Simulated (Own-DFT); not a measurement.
# How strain changes the stress of diamond-structure GeSn with randomly placed atoms, 64 atoms (Ge56Sn8)

Calculated results; nothing here was measured. The program, named Own-DFT, is a retired in-house plane-wave density functional code that no person has reviewed. Each row is one single-point run on a periodic cell that was not relaxed, without spin or spin-orbit coupling.

Settings of every run: PBE; PseudoDojo norm-conserving scalar-relativistic files; cutoff 49 hartree; 3 x 3 x 3 k mesh centred on Gamma; Fermi-Dirac smearing of 0.1 eV.

Known limits: forces on such cells moved up to 12 meV/angstrom on a denser k mesh; stress not checked against mesh or cutoff.

Unstrained cell vectors in Å: (11.524, 0.000, 0.000); (0.000, 11.524, 0.000); (0.000, 0.000, 11.524). The unstrained cell has measured lattice constants (interpolated for alloys), not those of this functional. That, the random moves and any unrelaxed bonds set the pressure at no strain. Each run strains this cell uniformly, with the atoms carried along. Every atom was also moved at random, by a Gaussian of width 0.05 Å on each axis. The random placing of the alloy's atoms differs from row to row. Strain is the symmetric tensor, in per cent. Stress is positive in tension, and the pressure is minus a third of its trace.

| run | e_xx (%) | e_yy (%) | e_zz (%) | s_xx (GPa) | s_yy (GPa) | s_zz (GPa) | P (GPa) | E (meV/atom) |
|---|---|---|---|---|---|---|---|---|
| 1 | -2.00 | -2.00 | 0.00 | -8.79 | -8.93 | -7.60 | 8.44 | 65.3 |
| 2 | 2.50 | 2.50 | 0.00 | -1.35 | -1.26 | -2.57 | 1.72 | 0.0 |
| 3 | 1.50 | 1.50 | 0.00 | -2.89 | -2.97 | -3.68 | 3.18 | 20.2 |
| 4 | 2.25 | 2.25 | 0.00 | -1.53 | -1.68 | -2.93 | 2.05 | 5.8 |
| 5 | 2.75 | 2.75 | 0.00 | -1.13 | -1.10 | -2.45 | 1.56 | 7.2 |
| 6 | -0.75 | -0.75 | 0.00 | -6.80 | -6.79 | -6.45 | 6.68 | 68.1 |
| 7 | -2.25 | -2.25 | 0.00 | -9.32 | -9.41 | -8.05 | 8.93 | 76.1 |
| 8 | 2.00 | 2.00 | 0.00 | -2.12 | -2.15 | -3.19 | 2.49 | 14.7 |
| 9 | 0.75 | 0.75 | 0.00 | ? | ? | ? | ? | ? |

E is the free energy for each atom above the lowest run shown.

## Worked fit

The change of volume is close to e_xx + e_yy + e_zz. A straight line through the runs shown gives P = 5.54 - 75 x (fractional change of volume) GPa, with an error of 1 on the slope and a scatter of 0.10 GPa. The strain isn't the same on all axes, but the crystal is cubic, so the slope still estimates the bulk modulus, averaged over pressures from 1.6 to 8.9 GPa.

## Withheld run

Question: what pressure should run 9 give? Its volume changes by 1.51 %.

The line gives 4.4 GPa. The calculation gave 4.03 GPa. This run lies off the fit, by chance or by something that the fit leaves out.
